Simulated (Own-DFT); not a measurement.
Simulation results for GaP (zincblende, atoms displaced)

A calculation, not a measurement: plane-wave PBE density functional theory by an unreviewed code, no spin, of a simulated periodic cell, stress positive in tension, free energy of the whole cell less one offset for each atom, forces on such cells passed a denser k mesh, this cell's mesh not checked; offsets are fitted by least squares, one for each functional and potential file, so energies compare only between cells with the same atoms and settings and are not formation energies; the far tail of each file's local potential was reset to the Coulomb form; each entry is a single point on an unrelaxed cell, so the pressure reflects the starting lattice, mostly measured values (interpolated for alloys), from which strain is counted, and rises with the displacements; printed positions are rounded, which can move forces by about a meV/angstrom; the program, named Own-DFT, is a retired in-house code; no spin-orbit coupling; before rounding, a Quantum ESPRESSO 7.3.1 run of the same cell and cutoff gave forces within 1 meV/angstrom rms on each cell, which checks the program and not the settings. Program: Own-DFT development build.

Settings shared by all entries: functional PBE; potential files PseudoDojo norm-conserving, scalar-relativistic, standard set; wave cutoff 42 hartree; occupations Fermi-Dirac; smearing width 0.1 eV; k mesh 2 x 3 x 3 centred on Gamma.

(1) GaP (zincblende, atoms displaced)

```
GaP
1.0
     16.3515     0.0000     0.0000
      0.0000    10.9010     0.0000
      0.0000     0.0000    10.9010
Ga P Ga P Ga P Ga P Ga P Ga P Ga P Ga P Ga P Ga P Ga P Ga P
4 4 4 4 4 4 4 4 4 4 4 4 4 4 4 4 4 4 4 4 4 4 4 4
Direct
  0.00043 0.00446 0.98578
  0.00674 0.24132 0.25255
  0.16505 0.00538 0.25193
  0.17327 0.24661 0.99799
  0.08700 0.12463 0.10807
  0.08558 0.37097 0.38629
  0.25609 0.11961 0.38941
  0.25437 0.38384 0.11726
  0.99360 0.98298 0.50521
  0.99832 0.25276 0.77103
  0.17496 0.01393 0.75445
  0.16869 0.26010 0.50098
  0.08238 0.10600 0.63323
  0.08091 0.37282 0.86726
  0.23828 0.13701 0.87233
  0.25189 0.38449 0.60604
  0.99612 0.50143 0.00037
  0.01057 0.73841 0.26789
  0.15567 0.48683 0.24394
  0.16322 0.75198 0.99478
  0.09496 0.60716 0.11156
  0.07512 0.87841 0.37419
  0.24649 0.61622 0.37675
  0.24346 0.86332 0.12924
  0.00017 0.49417 0.49724
  0.99526 0.75327 0.76381
  0.16005 0.51627 0.75446
  0.17373 0.76013 0.48760
  0.08232 0.63000 0.62576
  0.08144 0.89190 0.87127
  0.26032 0.61031 0.89531
  0.25125 0.87819 0.62094
  0.32146 0.00452 0.00440
  0.33256 0.25809 0.23132
  0.49989 0.01357 0.24201
  0.49964 0.27233 0.98496
  0.41313 0.13439 0.12228
  0.41443 0.38328 0.36514
  0.58968 0.11486 0.36100
  0.58878 0.37591 0.10609
  0.34139 0.00681 0.51623
  0.32596 0.25010 0.73671
  0.50641 0.00199 0.75132
  0.50864 0.25610 0.50202
  0.41398 0.11851 0.62362
  0.41509 0.37744 0.85957
  0.58502 0.10704 0.86013
  0.58139 0.36397 0.61481
  0.33506 0.50963 0.99668
  0.33571 0.73912 0.25474
  0.49214 0.50813 0.25510
  0.49254 0.75189 0.98188
  0.41186 0.62741 0.11749
  0.42185 0.85596 0.37272
  0.58930 0.63714 0.38197
  0.57545 0.87642 0.12924
  0.33646 0.50182 0.51033
  0.32600 0.74937 0.76439
  0.49550 0.49950 0.72416
  0.49980 0.75552 0.50099
  0.41860 0.60521 0.62697
  0.41018 0.87886 0.86898
  0.58311 0.62559 0.88598
  0.57066 0.87410 0.61958
  0.66356 0.00393 0.00937
  0.66479 0.25338 0.25139
  0.82472 0.99886 0.23675
  0.83838 0.24350 0.99389
  0.74323 0.14740 0.14152
  0.74591 0.36621 0.39029
  0.92884 0.13682 0.39301
  0.92048 0.39316 0.12562
  0.65832 0.00707 0.48817
  0.66191 0.25003 0.75091
  0.83450 0.01515 0.75828
  0.82602 0.24148 0.49926
  0.75721 0.12660 0.63545
  0.75596 0.37931 0.87848
  0.91453 0.11829 0.87759
  0.91232 0.37906 0.63133
  0.66562 0.50309 0.98918
  0.67088 0.75122 0.24354
  0.83276 0.49232 0.24561
  0.83200 0.74520 0.00316
  0.75886 0.62052 0.11070
  0.75092 0.87365 0.38286
  0.90944 0.62969 0.36772
  0.91531 0.85525 0.12831
  0.66826 0.50757 0.48792
  0.66176 0.76499 0.74022
  0.83244 0.50109 0.74848
  0.83502 0.76384 0.50675
  0.76243 0.62012 0.62323
  0.75412 0.86280 0.87673
  0.91591 0.61324 0.87476
  0.92322 0.88656 0.61933
```

| Property | Result |
| --- | --- |
| free energy of cell above offsets | -36.472 eV |
| pressure | 5.25 GPa |
| stress xx | -5.47 GPa |
| stress yy | -5.14 GPa |
| stress zz | -5.12 GPa |
| stress yz | 0.4 GPa |
| stress xz | -1.62 GPa |
| stress xy | -0.02 GPa |

Force:
```tsv
element	x (eV/Å)	y (eV/Å)	z (eV/Å)
Ga	-0.681	-0.976	2.495
Ga	-0.144	0.877	-0.609
Ga	0.274	-0.282	0.135
Ga	-1.709	2.735	1.144
P	-0.488	0.042	1.547
P	-0.804	0.067	-1.76
P	-0.704	0.959	-1.64
P	-1.181	-0.556	0.088
Ga	3.15	3.644	-2.524
Ga	-0.817	-1.101	-2.808
Ga	-1.24	-2.293	-1.554
Ga	0.044	-2.449	0.642
P	-0.481	2.16	-0.793
P	1.478	1.152	1.99
P	3.848	-0.649	-0.289
P	-1.243	-0.668	2.98
Ga	1.526	0.061	-0.86
Ga	-0.967	-1.057	-2.276
Ga	1.854	-0.249	1.118
Ga	0.242	0.034	-0.211
P	-2.044	1.838	0.305
P	2.032	0.522	0.163
P	0.371	-0.025	-0.537
P	0.659	0.951	0.41
Ga	-1.068	0.954	0.707
Ga	0.432	-0.079	-1.068
Ga	1.159	-1.02	-0.12
Ga	-1.123	-0.422	0.567
P	-0.237	1.071	-0.607
P	1.302	-2.045	-0.58
P	-5.115	4.095	-4.49
P	0.216	-0.236	1.17
Ga	0.42	-0.244	-0.071
Ga	-0.247	-0.331	2.109
Ga	-1.148	-1.262	0.244
Ga	0.025	-2.028	0.092
P	0.822	-0.494	-1.303
P	-0.118	-1.369	1.27
P	-1.947	2.38	0.256
P	-0.747	0.317	2.143
Ga	-1.492	-3.062	-2.797
Ga	0.229	0.362	0.247
Ga	-3.033	-1.326	-1.323
Ga	-2.828	-2.411	-2.837
P	2.951	2.704	1.933
P	-0.678	0.319	-0.101
P	1.256	2.841	2.697
P	2.442	2.786	1.914
Ga	3.427	-4.03	2.281
Ga	-1.097	0.126	-0.126
Ga	1.742	0.616	-1.064
Ga	0.209	0.238	1.495
P	1.412	0.362	0.506
P	-1.03	2.761	-0.502
P	-0.981	-0.475	-1.342
P	0.599	-0.527	-1.002
Ga	-0.037	0.139	-2.719
Ga	0.206	-0.607	-1.32
Ga	3.455	-2.61	3.72
Ga	-0.614	-2.4	0.064
P	-2.107	5.526	-1.632
P	0.244	1.034	0.334
P	-0.674	0.5	-3.032
P	2.044	1.263	0.346
Ga	0.581	-0.536	-0.104
Ga	-1.498	2.189	1.07
Ga	1.209	-0.157	1.093
Ga	-0.753	1.336	1.712
P	2.42	-2.555	-3.27
P	0.163	0.86	-2.203
P	-1.483	-1.095	-1.188
P	-0.078	-3.452	0.421
Ga	2.018	-1.757	2.305
Ga	1.144	0.114	0.1
Ga	-0.519	-2.941	-0.753
Ga	1.936	0.459	0.73
P	-2.56	-0.084	-1.032
P	-1.077	-0.802	-0.675
P	0.787	1.344	0.437
P	0.777	-1.304	-0.721
Ga	1.435	-0.151	0.744
Ga	0.248	-0.072	-0.153
Ga	-0.915	0.478	1.049
Ga	1.525	0.231	-1.311
P	-2.539	-0.979	1.953
P	-0.711	0.783	-0.948
P	0.747	-0.688	1.135
P	1.021	1.849	0.017
Ga	0.357	-0.289	1.655
Ga	0.75	-1.555	0.561
Ga	0.425	-0.56	0.545
Ga	0.526	-0.883	-0.101
P	-2.503	1.448	-0.558
P	-0.69	1.997	-0.374
P	-0.253	1.649	0.143
P	-3.737	-3.034	4.502
```

(2) GaP (zincblende, atoms displaced)

```
GaP
1.0
     16.3515     0.0000     0.0000
      0.0000    10.9010     0.0000
      0.0000     0.0000    10.9010
Ga P Ga P Ga P Ga P Ga P Ga P Ga P Ga P Ga P Ga P Ga P Ga P
4 4 4 4 4 4 4 4 4 4 4 4 4 4 4 4 4 4 4 4 4 4 4 4
Direct
  0.99673 0.99542 0.99972
  0.01111 0.23827 0.26410
  0.16282 0.98665 0.25457
  0.16939 0.25848 0.02761
  0.09495 0.12403 0.12286
  0.08064 0.36971 0.38724
  0.24654 0.11837 0.37564
  0.24302 0.39381 0.13010
  0.99965 0.99060 0.49743
  0.99329 0.23962 0.75831
  0.16894 0.99375 0.74814
  0.16847 0.24672 0.50004
  0.07796 0.12333 0.64384
  0.08408 0.35053 0.85869
  0.25492 0.12897 0.88316
  0.25725 0.36791 0.61215
  0.00889 0.49659 0.02808
  0.99768 0.74808 0.26007
  0.16388 0.50442 0.24945
  0.17444 0.74501 0.01737
  0.07850 0.60844 0.11772
  0.09048 0.87571 0.38038
  0.25519 0.61982 0.37023
  0.24845 0.89186 0.14452
  0.00190 0.49704 0.50498
  0.99693 0.74745 0.74437
  0.16948 0.51090 0.75497
  0.16932 0.73144 0.51476
  0.08292 0.62501 0.62765
  0.07612 0.87745 0.87336
  0.24787 0.62097 0.87495
  0.25840 0.86113 0.62159
  0.34139 0.01069 0.99409
  0.31634 0.24857 0.24265
  0.50860 0.00505 0.25190
  0.49926 0.24023 0.00392
  0.41458 0.11591 0.11407
  0.41153 0.36145 0.36363
  0.58545 0.13202 0.36867
  0.58092 0.37309 0.12418
  0.33758 0.99436 0.50063
  0.33979 0.26131 0.74686
  0.50321 0.99316 0.75737
  0.50036 0.23990 0.49863
  0.42408 0.11208 0.62111
  0.41559 0.38117 0.86887
  0.58811 0.11761 0.87772
  0.57521 0.37043 0.64121
  0.32933 0.50242 0.97901
  0.32568 0.76074 0.26051
  0.50160 0.49768 0.24840
  0.49893 0.75415 0.00061
  0.40796 0.62379 0.12525
  0.40421 0.85949 0.37383
  0.58907 0.62662 0.38460
  0.58695 0.87892 0.13174
  0.32894 0.50368 0.49409
  0.34544 0.75228 0.75865
  0.49780 0.50741 0.75405
  0.50895 0.76067 0.49692
  0.42932 0.62573 0.64734
  0.42318 0.87408 0.87657
  0.58735 0.62213 0.87719
  0.58686 0.87094 0.62177
  0.66651 0.99861 0.01024
  0.67213 0.25190 0.24667
  0.82914 0.00125 0.24326
  0.82954 0.22927 0.00299
  0.74739 0.10474 0.12441
  0.75065 0.34959 0.38067
  0.92042 0.12809 0.37732
  0.92735 0.37488 0.10882
  0.67223 0.00896 0.50298
  0.66767 0.26264 0.75425
  0.82578 0.00050 0.72669
  0.81734 0.22766 0.50151
  0.74861 0.11029 0.61900
  0.76098 0.38541 0.85757
  0.90843 0.09954 0.87757
  0.92499 0.37876 0.61449
  0.65774 0.50177 0.00464
  0.67130 0.74891 0.24137
  0.83537 0.50880 0.24547
  0.83049 0.76386 0.00096
  0.74975 0.60938 0.11493
  0.73808 0.87205 0.35186
  0.90912 0.61754 0.37918
  0.91576 0.87364 0.14079
  0.65946 0.49236 0.49783
  0.66332 0.74877 0.76698
  0.83490 0.51054 0.73801
  0.83589 0.75293 0.50727
  0.75453 0.62465 0.62919
  0.74519 0.87581 0.87355
  0.92464 0.62879 0.87431
  0.91029 0.86503 0.63907
```

| Quantity | Value |
| --- | --- |
| free energy of cell above offsets | -37.069 eV |
| pressure | 5.19 GPa |
| stress xx | -5.39 GPa |
| stress yy | -5.37 GPa |
| stress zz | -4.82 GPa |
| stress yz | 0.1 GPa |
| stress xz | -1.71 GPa |
| stress xy | -1.09 GPa |

Force:
```tsv
element	x (eV/Å)	y (eV/Å)	z (eV/Å)
Ga	0.577	-0.107	0.977
Ga	-0.505	0.612	-1.738
Ga	-0.657	2.603	0.538
Ga	0.086	0.111	-3.206
P	-2.396	-1.523	1.156
P	1.34	0.878	-0.871
P	0.102	-0.37	0.2
P	1.953	-0.532	-0.937
Ga	-0.175	0.551	1.149
Ga	-1.514	0.051	-0.36
Ga	0.32	0.081	0.595
Ga	-0.713	-0.553	0.81
P	1.004	-0.835	-2.276
P	1.515	2.287	2.468
P	-0.622	0.532	-0.879
P	-0.943	1.045	1.153
Ga	-2.508	-2.848	-7.114
Ga	0.451	-0.571	0.099
Ga	-1.029	-0.084	1.693
Ga	-1.005	0.804	-0.675
P	4.254	5.986	4.359
P	-1.255	-2.121	1.043
P	-1.936	0.675	0.256
P	1.83	-1.998	-3.091
Ga	0.334	1.005	-1.036
Ga	0.916	0.039	1.115
Ga	-1.093	-2.619	-1.154
Ga	0.904	1.098	-1.63
P	-0.592	-0.591	0.303
P	1.658	-1.045	0.246
P	0.348	2.531	-0.017
P	-0.559	0.661	0.946
Ga	-1.607	-2.051	-1.09
Ga	1.246	-0.205	-0.063
Ga	-1.856	-0.623	-0.013
Ga	0.043	0.699	-0.948
P	1.177	1.693	3.127
P	0.535	0.746	0.731
P	0.59	-0.252	0.919
P	0.385	-0.607	0.01
Ga	-0.573	0.311	-0.099
Ga	-0.5	-1.792	-0.437
Ga	0.663	0.341	-1.121
Ga	-0.361	1.006	-0.146
P	-0.69	0.546	0.923
P	1.08	-0.736	1.26
P	-0.081	0.932	-0.046
P	0.264	0.097	-1.812
Ga	0.83	-0.7	2.177
Ga	-0.808	-2.032	-2.547
Ga	-0.851	0.443	0.644
Ga	0.506	-0.959	1.076
P	0.584	0.422	-0.211
P	4.19	2.352	1.611
P	-0.834	0.043	-1.95
P	-0.959	-1.128	-0.652
Ga	2.228	-0.911	0.687
Ga	-1.245	-0.597	-0.474
Ga	1.935	-1.847	1.84
Ga	-1.694	-1.059	-0.036
P	-2.387	1.967	-4.095
P	-0.81	0.559	0.728
P	-1.709	0.212	0.563
P	0.812	1.164	1.078
Ga	-0.745	-1.036	-1.869
Ga	-0.744	-0.663	-0.926
Ga	1.328	-0.522	1.97
Ga	0.524	1.511	-0.9
P	0.132	3.181	0.393
P	-0.386	3.352	-0.884
P	-1.423	-1.176	0.107
P	-3.015	-2.859	3.007
Ga	-2.527	-2.508	-2.654
Ga	0.317	-0.855	0.33
Ga	1.268	-1.683	3.211
Ga	3.828	1.302	-0.396
P	-1.349	2.646	2.018
P	-1.273	-1.444	2.248
P	-0.285	1.444	-0.859
P	-2.634	-2.048	1.847
Ga	1.176	-1.266	-0.879
Ga	-1.294	-2.485	-1.072
Ga	0.059	-2.281	-0.382
Ga	0.908	-1.305	-0.323
P	0.134	1.779	0.448
P	2.791	1.856	3.505
P	1.479	0.888	0.67
P	0.281	0.042	-1.25
Ga	1.29	-0.829	1.377
Ga	0.775	-0.159	-1.989
Ga	2.606	-0.626	0.613
Ga	-1.402	-0.276	-1.307
P	-2.387	0.882	-1.216
P	0.434	0.994	0.191
P	-1.04	-0.76	1.207
P	0.983	1.117	-1.993
```

(3) GaP (zincblende, atoms displaced)

```
GaP
1.0
     16.3515     0.0000     0.0000
      0.0000    10.9010     0.0000
      0.0000     0.0000    10.9010
Ga P Ga P Ga P Ga P Ga P Ga P Ga P Ga P Ga P Ga P Ga P Ga P
4 4 4 4 4 4 4 4 4 4 4 4 4 4 4 4 4 4 4 4 4 4 4 4
Direct
  0.99604 0.99822 0.98625
  0.00813 0.24534 0.25211
  0.17382 0.00527 0.23988
  0.17413 0.24431 0.01296
  0.09202 0.12974 0.11146
  0.08464 0.38167 0.39055
  0.24583 0.13243 0.37120
  0.24930 0.36446 0.12825
  0.00216 0.98803 0.50219
  0.00370 0.23734 0.74729
  0.16615 0.99959 0.74128
  0.16167 0.24515 0.50560
  0.09071 0.11727 0.62265
  0.07854 0.37245 0.87297
  0.24430 0.12205 0.87181
  0.24097 0.36276 0.63589
  0.99961 0.50965 0.00939
  0.00845 0.73213 0.24481
  0.16886 0.49513 0.23605
  0.16979 0.76247 0.00882
  0.08762 0.62591 0.12622
  0.09576 0.87720 0.38958
  0.24711 0.61557 0.37378
  0.24932 0.87076 0.11012
  0.00197 0.51024 0.50369
  0.00045 0.75414 0.75968
  0.15885 0.50907 0.72494
  0.17062 0.76441 0.50043
  0.08596 0.62574 0.61595
  0.09005 0.85729 0.86480
  0.25230 0.62157 0.86456
  0.25129 0.88772 0.62314
  0.34306 0.98719 0.01241
  0.32668 0.25337 0.24600
  0.49700 0.00368 0.24279
  0.50014 0.24966 0.00587
  0.41763 0.11234 0.12975
  0.41217 0.38084 0.37042
  0.58189 0.13275 0.36343
  0.57990 0.37379 0.12577
  0.32519 0.00597 0.49567
  0.33602 0.25150 0.75420
  0.50352 0.99836 0.74356
  0.48980 0.24591 0.49818
  0.42087 0.13344 0.61804
  0.42506 0.36805 0.88004
  0.58606 0.13240 0.87250
  0.58174 0.36443 0.62550
  0.34715 0.51153 0.98290
  0.32423 0.74856 0.24134
  0.50449 0.50443 0.24241
  0.49904 0.75145 0.98707
  0.42210 0.61870 0.10192
  0.41320 0.88210 0.37442
  0.57726 0.61889 0.39473
  0.58954 0.88596 0.11626
  0.32296 0.51083 0.50632
  0.33836 0.74971 0.74689
  0.49003 0.49128 0.74510
  0.49938 0.75252 0.51295
  0.41474 0.63022 0.63625
  0.41846 0.86561 0.87564
  0.58487 0.62411 0.86629
  0.59118 0.87679 0.63248
  0.66114 0.00362 0.01483
  0.66956 0.26129 0.27092
  0.83696 0.98916 0.25091
  0.83281 0.27941 0.99179
  0.74546 0.11861 0.13235
  0.75339 0.37502 0.36536
  0.92133 0.13620 0.36210
  0.91012 0.36213 0.12880
  0.67277 0.00522 0.50168
  0.66623 0.24712 0.73749
  0.84556 0.01547 0.74644
  0.82330 0.23949 0.50362
  0.76503 0.13873 0.62392
  0.74647 0.39218 0.89283
  0.91977 0.11171 0.87886
  0.92042 0.37534 0.62725
  0.65893 0.50861 0.99988
  0.66688 0.75267 0.25563
  0.83913 0.49522 0.24749
  0.82940 0.75541 0.00825
  0.75717 0.62306 0.12593
  0.74111 0.87492 0.37819
  0.91898 0.62290 0.37787
  0.92146 0.86550 0.12814
  0.66338 0.49728 0.49656
  0.65187 0.74224 0.74588
  0.82570 0.50303 0.75502
  0.83845 0.74766 0.49766
  0.74269 0.61134 0.63673
  0.74707 0.86225 0.87945
  0.91626 0.61767 0.87344
  0.90690 0.86378 0.62966
```

| Item | Value |
| --- | --- |
| free energy of cell above offsets | -38.281 eV |
| pressure | 5.06 GPa |
| stress xx | -5.05 GPa |
| stress yy | -5.04 GPa |
| stress zz | -5.08 GPa |
| stress yz | 1.16 GPa |
| stress xz | -1.11 GPa |
| stress xy | -0.21 GPa |

Force:
```tsv
element	x (eV/Å)	y (eV/Å)	z (eV/Å)
Ga	2.415	-2.025	2.065
Ga	0.758	1.089	-0.708
Ga	-0.775	-0.398	0.448
Ga	-0.093	1.314	-3.164
P	-2.619	-2.1	1.591
P	-0.011	-0.354	-1.839
P	0.208	-0.185	0.161
P	0.948	2.37	-1.516
Ga	-0.893	0.805	-0.104
Ga	-0.197	0.607	0.206
Ga	0.291	-0.488	1.507
Ga	0.685	0.594	-0.877
P	-2.313	-0.117	-0.07
P	0.947	0.535	0.632
P	1.728	-0.369	0.709
P	1.36	0.991	-0.79
Ga	-0.502	-1.64	-0.938
Ga	-0.966	2.079	1.948
Ga	-0.336	-0.45	1.648
Ga	-1.446	-3.094	-2.565
P	1.083	-0.564	-1.199
P	-2.073	0.891	-3.482
P	-0.554	1.699	-0.776
P	1.439	1.843	2.72
Ga	-0.777	-1.183	0.111
Ga	-1.178	-1.811	-1.332
Ga	1.237	-2.036	3.192
Ga	1.292	-2.345	0.98
P	-1.169	3.032	-0.43
P	0.103	2.412	1.02
P	-0.819	0.377	0.355
P	0.907	-1.617	0.613
Ga	-0.831	0.615	-2.151
Ga	1.729	-0.797	1.19
Ga	1.784	-1.558	1.351
Ga	0.396	-1.09	0.046
P	-1.124	2.754	-0.851
P	-0.037	0.286	0.273
P	-0.464	-0.819	1.86
P	1.315	0.06	0.357
Ga	1.236	0.723	-0.251
Ga	-0.288	-0.534	0.187
Ga	-0.464	0.654	0.873
Ga	2	1.691	-1.997
P	-2.202	-2.339	1.77
P	-1.505	-0.052	-0.497
P	-0.233	-0.897	0.301
P	-0.751	0.982	-1.097
Ga	-2.296	-1.797	-0.735
Ga	1.377	-0.721	0.567
Ga	-0.979	-0.023	0.831
Ga	1.931	-0.334	0.999
P	0.425	1.853	3.1
P	0.114	-0.894	-0.099
P	-0.012	1.151	-2.145
P	-3.317	-3.491	2.449
Ga	1.063	-1.727	0.558
Ga	-1.869	1.161	0.865
Ga	1.863	0.146	0.169
Ga	-0.287	0.676	-0.568
P	0.327	-1.145	-1.86
P	-0.35	1.935	-1.179
P	-2.321	-1.24	0.905
P	-1.155	1.114	-1.775
Ga	2.489	1.682	-3.286
Ga	-1.076	-1.535	-2.976
Ga	-0.353	0.826	0.013
Ga	-0.434	-3.5	0.314
P	1.207	1.432	0.072
P	0.783	1.453	2.517
P	-1.215	-2.243	2.009
P	3.007	1.279	0.794
Ga	-0.775	0.922	0.171
Ga	0.785	0.425	1.527
Ga	-1.949	-2.215	-0.022
Ga	4.731	4.62	-4.712
P	-4.318	-4.131	3.768
P	-0.863	-0.892	-2.664
P	-0.948	3.705	-0.475
P	-1.016	-0.321	-0.043
Ga	0.22	0.191	1.299
Ga	-0.732	-1.044	-0.73
Ga	-0.279	0.562	0.215
Ga	1.003	-0.492	-0.999
P	-1.657	-0.139	0.849
P	2.369	-0.179	0.307
P	0.01	-0.045	-0.818
P	0.523	0.349	-0.11
Ga	0.912	-1.117	0.804
Ga	3.317	0.238	0.451
Ga	1.397	-1.039	0.153
Ga	-2.274	-0.7	-0.112
P	0.032	1.558	-1.905
P	-0.549	1.74	-0.888
P	-0.128	1.228	0.672
P	2.027	1.178	0.241
```
